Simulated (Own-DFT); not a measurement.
## Calculated data, Si3N4 (beta silicon nitride, strained, atoms displaced)

A calculation, not a measurement: plane-wave PBE density functional theory by an unreviewed code, no spin, of a simulated periodic cell, stress positive in tension, free energy of the whole cell less one offset for each atom, forces on such cells moved up to 12 meV/angstrom on a denser k mesh; offsets are fitted by least squares, one for each functional and potential file, so energies compare only between cells with the same atoms and settings and are not formation energies; the far tail of each file's local potential was reset to the Coulomb form; each entry is a single point on an unrelaxed cell, so the pressure reflects the starting lattice, mostly measured values (interpolated for alloys), from which strain is counted, and rises with the displacements; printed positions are rounded, which can move forces by about a meV/angstrom; the program, named Own-DFT, is a retired in-house code; no spin-orbit coupling; before rounding, a Quantum ESPRESSO 7.3.1 run of the same cell and cutoff gave forces within 1 meV/angstrom rms on each cell, which checks the program and not the settings. Program: Own-DFT development build.

Settings shared by all entries: functional PBE; potential files PseudoDojo norm-conserving, scalar-relativistic, standard set; wave cutoff 42 hartree; occupations Fermi-Dirac; smearing width 0.1 eV; k mesh 2 x 2 x 4 centred on Gamma.

(1) Si3N4 (beta silicon nitride, strained, atoms displaced)

```cif
# cell vector a (Å): 15.1638 0.1204 0.2389
# cell vector b (Å): -7.4777 12.9283 0.1140
# cell vector c (Å): 0.0914 0.1031 5.8663
data_Si3N4
_symmetry_space_group_name_H-M 'P 1'
_symmetry_Int_Tables_number 1
_cell_length_a 15.1662
_cell_length_b 14.9355
_cell_length_c 5.8679
_cell_angle_alpha 89.138
_cell_angle_beta 88.197
_cell_angle_gamma 119.577
_cell_volume 1154.68
loop_
_atom_site_label
_atom_site_type_symbol
_atom_site_fract_x
_atom_site_fract_y
_atom_site_fract_z
_atom_site_occupancy
Si1 Si 0.08792 0.38711 0.12921 1
Si2 Si 0.11461 0.20119 0.13495 1
Si3 Si 0.29299 0.41020 0.11882 1
Si4 Si 0.41556 0.12190 0.38169 1
Si5 Si 0.38958 0.29703 0.37040 1
Si6 Si 0.20619 0.08289 0.37255 1
N1 N 0.16472 0.01914 0.11661 1
N2 N 0.48906 0.15381 0.12020 1
N3 N 0.35341 0.33696 0.13103 1
N4 N 0.34098 0.48449 0.36314 1
N5 N 0.01182 0.34351 0.37301 1
N6 N 0.15233 0.16098 0.37970 1
N7 N 0.17447 0.33852 0.14359 1
N8 N 0.33218 0.16659 0.37674 1
Si7 Si 0.08884 0.39165 0.63081 1
Si8 Si 0.11362 0.20182 0.59938 1
Si9 Si 0.30011 0.41483 0.63296 1
Si10 Si 0.41960 0.11573 0.86964 1
Si11 Si 0.38534 0.29973 0.86863 1
Si12 Si 0.19935 0.09016 0.87362 1
N9 N 0.16675 0.01916 0.63026 1
N10 N 0.48691 0.15012 0.62824 1
N11 N 0.35143 0.33759 0.62299 1
N12 N 0.33331 0.48519 0.87707 1
N13 N 0.01313 0.35414 0.86138 1
N14 N 0.15534 0.17047 0.87475 1
N15 N 0.16450 0.33242 0.63042 1
N16 N 0.33032 0.17044 0.87006 1
Si13 Si 0.08327 0.88411 0.12233 1
Si14 Si 0.12321 0.70441 0.11871 1
Si15 Si 0.29825 0.90892 0.10863 1
Si16 Si 0.41014 0.61455 0.37110 1
Si17 Si 0.38364 0.79265 0.36965 1
Si18 Si 0.20576 0.58722 0.36497 1
N17 N 0.16374 0.51541 0.12369 1
N18 N 0.47705 0.64416 0.12667 1
N19 N 0.35167 0.83256 0.11670 1
N20 N 0.33604 0.98192 0.38354 1
N21 N 0.00924 0.84899 0.37238 1
N22 N 0.14757 0.66421 0.37092 1
N23 N 0.16712 0.82944 0.11764 1
N24 N 0.34296 0.67124 0.35872 1
Si19 Si 0.08566 0.89059 0.62849 1
Si20 Si 0.11850 0.70338 0.62453 1
Si21 Si 0.29594 0.90929 0.62609 1
Si22 Si 0.41031 0.60887 0.88070 1
Si23 Si 0.38751 0.80145 0.87399 1
Si24 Si 0.20723 0.58899 0.86563 1
N25 N 0.16782 0.51571 0.61634 1
N26 N 0.48331 0.65188 0.61610 1
N27 N 0.34838 0.84019 0.61374 1
N28 N 0.33482 0.98690 0.88074 1
N29 N 0.01790 0.84879 0.87780 1
N30 N 0.15390 0.66443 0.87851 1
N31 N 0.16764 0.83309 0.60968 1
N32 N 0.33268 0.66007 0.87600 1
Si25 Si 0.58325 0.38460 0.13286 1
Si26 Si 0.61827 0.20382 0.13013 1
Si27 Si 0.80227 0.41864 0.11336 1
Si28 Si 0.91654 0.11649 0.37943 1
Si29 Si 0.88395 0.29334 0.38499 1
Si30 Si 0.69486 0.08010 0.38837 1
N33 N 0.66459 0.01277 0.10846 1
N34 N 0.97790 0.14737 0.12771 1
N35 N 0.84334 0.32587 0.11658 1
N36 N 0.83674 0.48342 0.37267 1
N37 N 0.51634 0.35074 0.36748 1
N38 N 0.64633 0.16628 0.38352 1
N39 N 0.66263 0.33314 0.12023 1
N40 N 0.83343 0.16542 0.37154 1
Si31 Si 0.58559 0.37732 0.63244 1
Si32 Si 0.61498 0.20018 0.60917 1
Si33 Si 0.79768 0.40647 0.63565 1
Si34 Si 0.91325 0.11550 0.87267 1
Si35 Si 0.88075 0.29532 0.87943 1
Si36 Si 0.70087 0.08699 0.88072 1
N41 N 0.66691 0.01421 0.64304 1
N42 N 0.98373 0.14953 0.63124 1
N43 N 0.84789 0.32749 0.62136 1
N44 N 0.83247 0.48338 0.86793 1
N45 N 0.51440 0.34928 0.86866 1
N46 N 0.65117 0.16528 0.87733 1
N47 N 0.66012 0.32825 0.62121 1
N48 N 0.83174 0.17022 0.88050 1
Si37 Si 0.59097 0.89167 0.12556 1
Si38 Si 0.61086 0.69876 0.12584 1
Si39 Si 0.80004 0.91019 0.11609 1
Si40 Si 0.91298 0.61416 0.36970 1
Si41 Si 0.88261 0.80105 0.38952 1
Si42 Si 0.69976 0.58882 0.37093 1
N49 N 0.66485 0.51202 0.11227 1
N50 N 0.98232 0.65014 0.12499 1
N51 N 0.85646 0.84004 0.13053 1
N52 N 0.83217 0.98473 0.36584 1
N53 N 0.51055 0.85417 0.37212 1
N54 N 0.65531 0.66773 0.35626 1
N55 N 0.66857 0.83334 0.12183 1
N56 N 0.83510 0.66577 0.37939 1
Si43 Si 0.58299 0.88263 0.62257 1
Si44 Si 0.61880 0.70233 0.62600 1
Si45 Si 0.79725 0.91356 0.62310 1
Si46 Si 0.91101 0.61940 0.87724 1
Si47 Si 0.88533 0.79327 0.87305 1
Si48 Si 0.70098 0.58903 0.86332 1
N57 N 0.67234 0.52241 0.63049 1
N58 N 0.98497 0.65591 0.63135 1
N59 N 0.85488 0.83440 0.63433 1
N60 N 0.83464 0.98470 0.87354 1
N61 N 0.51315 0.84624 0.87783 1
N62 N 0.65466 0.66882 0.87612 1
N63 N 0.66387 0.83617 0.62453 1
N64 N 0.83590 0.66486 0.89343 1
```

* free energy of cell above offsets: -7.396 eV
* pressure: 10.57 GPa
* stress xx: -10.42 GPa
* stress yy: -15.48 GPa
* stress zz: -5.81 GPa
* stress yz: 6.17 GPa
* stress xz: 7.04 GPa
* stress xy: 4.03 GPa

Force:
```
element  x (eV/Å)  y (eV/Å)  z (eV/Å)
     Si    -0.192    -1.912    -1.286
     Si     0.258     0.229    -2.186
     Si      4.68     2.141       2.3
     Si     0.892    -2.925    -1.243
     Si    -3.091     0.927     0.665
     Si    -0.365     0.319    -0.871
      N     0.143    -2.264     2.075
      N    -0.997    -0.905     0.639
      N     0.006     0.051    -1.296
      N    -1.221    -0.579      1.53
      N     1.106     1.531      1.15
      N    -1.185     0.264    -2.293
      N    -5.516    -4.163    -0.521
      N      1.08     0.261    -0.015
     Si     0.781    -3.772    -2.556
     Si     0.542     1.214      5.17
     Si    -1.484    -0.711    -2.377
     Si    -3.572     0.837      2.99
     Si    -0.585    -0.193     1.121
     Si     2.794     0.706    -0.686
      N    -0.196    -0.906    -0.217
      N    -0.081     0.101    -2.476
      N     1.215    -0.328    -0.329
      N    -0.088    -2.409    -1.001
      N      0.12     0.098     3.565
      N      -3.7     1.194    -0.503
      N     0.261     1.268    -0.196
      N     2.653    -1.866     0.006
     Si     1.804    -0.046     0.631
     Si    -3.228    -1.829     0.748
     Si    -1.371     1.018     4.159
     Si      2.73    -1.505     1.973
     Si    -2.228     3.849     0.363
     Si    -0.064     1.054    -0.244
      N     0.377     0.984    -0.326
      N      3.47     1.522    -2.194
      N    -0.477    -0.044     1.381
      N    -0.307     2.083    -2.789
      N     2.313     1.875     1.513
      N     1.959     -0.97     0.434
      N    -1.119     2.851    -0.105
      N    -4.512    -3.017     0.548
     Si     1.886    -2.266    -2.061
     Si    -1.883    -0.327     0.199
     Si    -3.581     3.101     0.328
     Si     0.837     3.308      -1.3
     Si     -0.23    -2.374    -2.047
     Si    -0.174    -1.381     0.317
      N     0.349     2.717     0.573
      N     1.432    -0.277     0.881
      N     5.656    -4.291      1.52
      N     0.362    -0.632    -2.362
      N    -1.589    -0.154     0.079
      N    -0.535     0.239    -2.134
      N     -1.56     0.967     0.819
      N    -0.477     2.915    -0.473
     Si     2.404    -0.144    -4.549
     Si    -0.697     0.878    -1.876
     Si    -1.255    -3.105     3.241
     Si    -2.723    -0.921     0.878
     Si    -0.557    -0.054    -3.197
     Si     2.252      2.27    -1.967
      N    -0.069     2.875      4.86
      N      3.58     1.627    -1.608
      N    -1.205      1.98       3.1
      N     0.167    -1.357     0.398
      N    -0.577    -0.499     4.481
      N     3.685    -2.992    -4.189
      N     1.962     1.056     0.303
      N    -1.225    -2.199      0.63
     Si    -1.277     3.212    -1.911
     Si    -1.312     1.236     6.352
     Si    -2.163     1.041    -2.438
     Si    -2.139      0.44     1.924
     Si     1.321     0.987    -1.267
     Si     1.466     2.381    -1.942
      N    -0.759    -0.731    -1.622
      N     1.023     0.024    -2.536
      N    -1.198     1.101     1.768
      N      0.51     1.232     -1.22
      N    -0.655     0.084     2.296
      N    -1.393     0.381    -1.065
      N     3.832     0.964     0.074
      N     1.826    -3.693    -0.409
     Si    -0.206    -5.698     -0.83
     Si    -1.151     1.406    -1.057
     Si    -1.998     0.901     1.588
     Si      0.07     0.698     2.359
     Si     1.703    -2.856    -3.325
     Si     4.647    -1.932    -1.059
      N    -0.642     2.305     1.551
      N     2.424     0.647    -1.803
      N     1.068    -1.315    -0.814
      N     0.629    -0.663     0.853
      N     2.696     1.488     0.713
      N    -2.575     1.292     2.423
      N    -1.221    -0.362     0.155
      N    -2.393     0.781     0.032
     Si    -0.551    -0.144     0.203
     Si    -2.158     0.517    -1.308
     Si    -0.713     0.168     0.169
     Si     4.284    -1.679     0.117
     Si     0.497     1.083     2.736
     Si     2.922    -0.713     2.511
      N    -1.012    -3.409    -2.299
      N     1.137    -0.561    -1.541
      N    -3.023     1.463     1.004
      N     0.144    -0.154     -1.33
      N     0.776     0.993      0.38
      N    -1.795     0.729    -0.666
      N     2.526    -1.413    -0.242
      N    -5.009     0.781    -0.623
```

(2) Si3N4 (beta silicon nitride, strained, atoms displaced)

```cif
# cell vector a (Å): 15.3598 0.2536 0.1797
# cell vector b (Å): -7.4603 13.0018 0.0229
# cell vector c (Å): 0.0687 0.0498 5.7345
data_Si3N4
_symmetry_space_group_name_H-M 'P 1'
_symmetry_Int_Tables_number 1
_cell_length_a 15.3629
_cell_length_b 14.9901
_cell_length_c 5.7351
_cell_angle_alpha 89.823
_cell_angle_beta 88.635
_cell_angle_gamma 118.897
_cell_volume 1155.81
loop_
_atom_site_label
_atom_site_type_symbol
_atom_site_fract_x
_atom_site_fract_y
_atom_site_fract_z
_atom_site_occupancy
Si1 Si 0.08464 0.39089 0.13611 1
Si2 Si 0.11660 0.19978 0.13211 1
Si3 Si 0.29514 0.41078 0.13488 1
Si4 Si 0.41484 0.11478 0.39341 1
Si5 Si 0.39032 0.30251 0.37268 1
Si6 Si 0.19786 0.08059 0.36059 1
N1 N 0.16548 0.01603 0.12484 1
N2 N 0.48451 0.15780 0.12038 1
N3 N 0.34942 0.33079 0.13299 1
N4 N 0.33131 0.48860 0.37534 1
N5 N 0.01284 0.34428 0.37648 1
N6 N 0.15291 0.16805 0.37386 1
N7 N 0.16409 0.33492 0.11058 1
N8 N 0.33165 0.16734 0.36344 1
Si7 Si 0.09133 0.38111 0.62352 1
Si8 Si 0.11564 0.20060 0.63490 1
Si9 Si 0.29908 0.41603 0.61675 1
Si10 Si 0.41004 0.11222 0.87583 1
Si11 Si 0.37893 0.29506 0.88321 1
Si12 Si 0.20395 0.09119 0.87936 1
N9 N 0.16009 0.01436 0.61154 1
N10 N 0.48883 0.15600 0.62687 1
N11 N 0.35069 0.33224 0.61490 1
N12 N 0.33557 0.48875 0.87891 1
N13 N 0.01644 0.35284 0.86572 1
N14 N 0.15094 0.16714 0.87736 1
N15 N 0.16794 0.33280 0.61746 1
N16 N 0.33328 0.16279 0.88105 1
Si13 Si 0.08983 0.89509 0.13441 1
Si14 Si 0.11574 0.70146 0.12809 1
Si15 Si 0.29600 0.91623 0.12424 1
Si16 Si 0.41448 0.61359 0.38198 1
Si17 Si 0.38266 0.79364 0.37063 1
Si18 Si 0.20307 0.59103 0.37405 1
N17 N 0.17110 0.51776 0.12013 1
N18 N 0.48239 0.64406 0.11798 1
N19 N 0.34720 0.83114 0.12866 1
N20 N 0.33882 0.99416 0.37744 1
N21 N 0.01796 0.84995 0.36345 1
N22 N 0.14967 0.66114 0.37113 1
N23 N 0.17206 0.83607 0.12267 1
N24 N 0.33422 0.67300 0.36530 1
Si19 Si 0.08656 0.87963 0.61901 1
Si20 Si 0.11290 0.69614 0.61532 1
Si21 Si 0.29569 0.91421 0.62234 1
Si22 Si 0.40762 0.61444 0.88593 1
Si23 Si 0.38292 0.79850 0.88927 1
Si24 Si 0.19703 0.58798 0.87312 1
N25 N 0.16402 0.51128 0.63064 1
N26 N 0.48866 0.65152 0.61806 1
N27 N 0.35990 0.83739 0.62046 1
N28 N 0.34144 0.98822 0.86658 1
N29 N 0.01596 0.84853 0.87713 1
N30 N 0.15534 0.66280 0.87380 1
N31 N 0.16894 0.83523 0.60954 1
N32 N 0.33141 0.66463 0.85736 1
Si25 Si 0.59037 0.38947 0.13094 1
Si26 Si 0.61600 0.20290 0.11955 1
Si27 Si 0.79751 0.41474 0.13659 1
Si28 Si 0.91064 0.11337 0.37678 1
Si29 Si 0.88324 0.29865 0.37308 1
Si30 Si 0.70292 0.08944 0.38550 1
N33 N 0.67085 0.01450 0.13423 1
N34 N 0.98257 0.15744 0.11824 1
N35 N 0.85105 0.32896 0.11977 1
N36 N 0.82660 0.48161 0.38042 1
N37 N 0.51324 0.34932 0.36388 1
N38 N 0.64561 0.16011 0.37896 1
N39 N 0.66418 0.32889 0.13647 1
N40 N 0.83595 0.16254 0.38259 1
Si31 Si 0.58154 0.38279 0.63262 1
Si32 Si 0.61401 0.20218 0.63194 1
Si33 Si 0.79919 0.41030 0.63217 1
Si34 Si 0.90928 0.10995 0.88222 1
Si35 Si 0.88186 0.29510 0.87857 1
Si36 Si 0.70308 0.08243 0.87929 1
N41 N 0.66511 0.00962 0.61225 1
N42 N 0.98904 0.15713 0.62971 1
N43 N 0.84450 0.32998 0.61405 1
N44 N 0.83833 0.48689 0.88444 1
N45 N 0.51844 0.35231 0.87972 1
N46 N 0.65048 0.16617 0.88663 1
N47 N 0.66705 0.33216 0.63872 1
N48 N 0.83920 0.16692 0.85857 1
Si37 Si 0.58635 0.88617 0.12739 1
Si38 Si 0.61670 0.69711 0.12381 1
Si39 Si 0.80228 0.91973 0.13031 1
Si40 Si 0.91843 0.61855 0.36291 1
Si41 Si 0.88463 0.79309 0.36847 1
Si42 Si 0.69698 0.58572 0.37500 1
N49 N 0.66473 0.51436 0.11765 1
N50 N 0.98385 0.64701 0.13045 1
N51 N 0.85251 0.83185 0.12834 1
N52 N 0.82527 0.98665 0.37672 1
N53 N 0.52287 0.84923 0.38190 1
N54 N 0.65019 0.66753 0.37276 1
N55 N 0.66586 0.83415 0.11676 1
N56 N 0.83282 0.66260 0.39053 1
Si43 Si 0.58711 0.87834 0.62711 1
Si44 Si 0.61459 0.69891 0.62085 1
Si45 Si 0.79821 0.91048 0.62166 1
Si46 Si 0.91447 0.61433 0.87035 1
Si47 Si 0.87921 0.79409 0.87874 1
Si48 Si 0.70661 0.58625 0.87404 1
N57 N 0.66792 0.52035 0.61152 1
N58 N 0.98706 0.65686 0.61578 1
N59 N 0.84547 0.83049 0.62563 1
N60 N 0.83009 0.98125 0.89215 1
N61 N 0.51767 0.85117 0.87399 1
N62 N 0.65171 0.66525 0.88769 1
N63 N 0.66748 0.83074 0.61769 1
N64 N 0.83322 0.66265 0.88972 1
```

- free energy of cell above offsets: -6.987 eV
- pressure: 10.49 GPa
- stress xx: -3.25 GPa
- stress yy: -9.98 GPa
- stress zz: -18.25 GPa
- stress yz: 3.31 GPa
- stress xz: 4.82 GPa
- stress xy: 7.22 GPa

Force:
```
element  x (eV/Å)  y (eV/Å)  z (eV/Å)
     Si     1.527    -1.897    -3.347
     Si    -3.905     2.653    -0.598
     Si    -1.631    -0.021    -2.004
     Si    -1.284     4.676    -3.374
     Si     0.166    -3.971    -0.025
     Si     1.986     5.537     3.699
      N     0.079     0.656    -2.529
      N     0.993    -1.073     0.761
      N    -2.568     2.044    -0.742
      N     0.394    -1.034    -0.514
      N     -0.73      0.98      1.16
      N     0.522    -1.342      0.69
      N       1.2    -0.228     1.016
      N     0.529    -0.684     0.985
     Si    -2.482    -0.032    -0.085
     Si    -1.425     1.222    -2.286
     Si    -0.752    -1.403      2.98
     Si     1.962     3.498     1.151
     Si     2.817    -0.086    -2.072
     Si      1.48    -0.748    -3.161
      N      0.33    -0.835     2.647
      N    -0.879    -0.879     0.777
      N    -1.541     1.575     3.004
      N     0.287    -3.376    -0.669
      N     -1.46    -0.004     2.149
      N     1.203    -0.872     0.726
      N     2.511    -0.208     0.038
      N    -2.256     0.756    -0.557
     Si     1.433    -4.804    -4.406
     Si    -0.368     1.366    -1.476
     Si     1.626     0.215     0.619
     Si    -0.921     2.522    -1.328
     Si     2.658     3.921     1.293
     Si     4.694    -2.782     0.267
      N    -0.915     0.145     1.944
      N     1.235     0.565     1.463
      N    -2.265     2.151     1.154
      N    -0.456    -5.174    -0.794
      N    -2.167    -1.213     3.155
      N    -2.635     1.406    -0.299
      N    -2.078    -0.528    -0.084
      N     1.186    -5.516     0.162
     Si    -1.166     1.321     0.842
     Si     0.074     2.573      2.02
     Si     2.069      -0.9    -0.351
     Si      1.58     1.421    -1.797
     Si     3.118    -1.206    -4.132
     Si     7.801    -3.747    -0.977
      N    -0.175     1.952     -1.69
      N    -1.027    -1.132     1.446
      N    -3.557     1.605       1.5
      N    -0.866    -3.062     0.739
      N    -0.699      0.01     0.263
      N    -7.656     4.661    -0.501
      N     1.059    -1.988     0.518
      N    -1.531     1.019     0.853
     Si      0.89    -2.993    -1.768
     Si    -2.295    -0.925     3.035
     Si    -0.681    -3.026    -0.948
     Si     2.011     1.862      0.54
     Si     3.128    -2.861    -0.172
     Si     2.278    -0.456    -1.854
      N    -0.651     0.746    -0.472
      N     2.459    -1.083     1.397
      N    -3.494     2.555     2.005
      N     1.487     2.464     0.506
      N     1.107     1.293     2.908
      N    -0.875      0.99     -0.26
      N      0.73     3.501    -0.062
      N    -4.052     2.184    -0.355
     Si     2.682     0.786    -2.579
     Si     0.981     0.336     -0.15
     Si     -3.12     0.032     0.288
     Si     1.133     1.996    -1.187
     Si     3.523    -0.558    -3.602
     Si     0.668      0.94    -1.399
      N     -0.06     0.693     3.748
      N    -0.253    -2.194     -0.53
      N     0.524     0.215     2.703
      N     0.275    -1.221    -1.177
      N    -3.052    -0.837     1.515
      N     2.186    -1.765    -3.163
      N    -0.648     1.532    -0.202
      N     -3.26    -1.181     0.733
     Si     2.073    -0.599     -0.59
     Si     -4.71     3.924     0.719
     Si    -2.324    -5.969      2.45
     Si    -4.258    -2.664     4.355
     Si     0.624    -0.215     1.698
     Si     2.604     2.037     -2.84
      N     0.274     1.142     1.657
      N     3.491     1.418    -4.489
      N    -2.334     1.946     0.553
      N     2.064    -0.353     1.079
      N    -4.104     -1.69    -1.044
      N     1.735    -1.468    -0.115
      N     1.955    -0.742     0.296
      N    -0.409     0.333    -0.851
     Si     0.531     1.103    -0.483
     Si      -0.8     1.755      2.36
     Si    -3.244    -0.181     1.393
     Si    -0.606     0.973      0.64
     Si     2.633    -0.097    -1.121
     Si    -0.757     0.773    -1.405
      N    -0.408     -3.64     3.996
      N     0.895     -0.82      0.45
      N      1.77    -0.227    -0.482
      N     0.954     2.127    -5.518
      N    -2.147    -0.721     1.993
      N     2.163    -1.545     -4.38
      N     1.477    -0.078     0.464
      N     0.113     0.752    -0.503
```
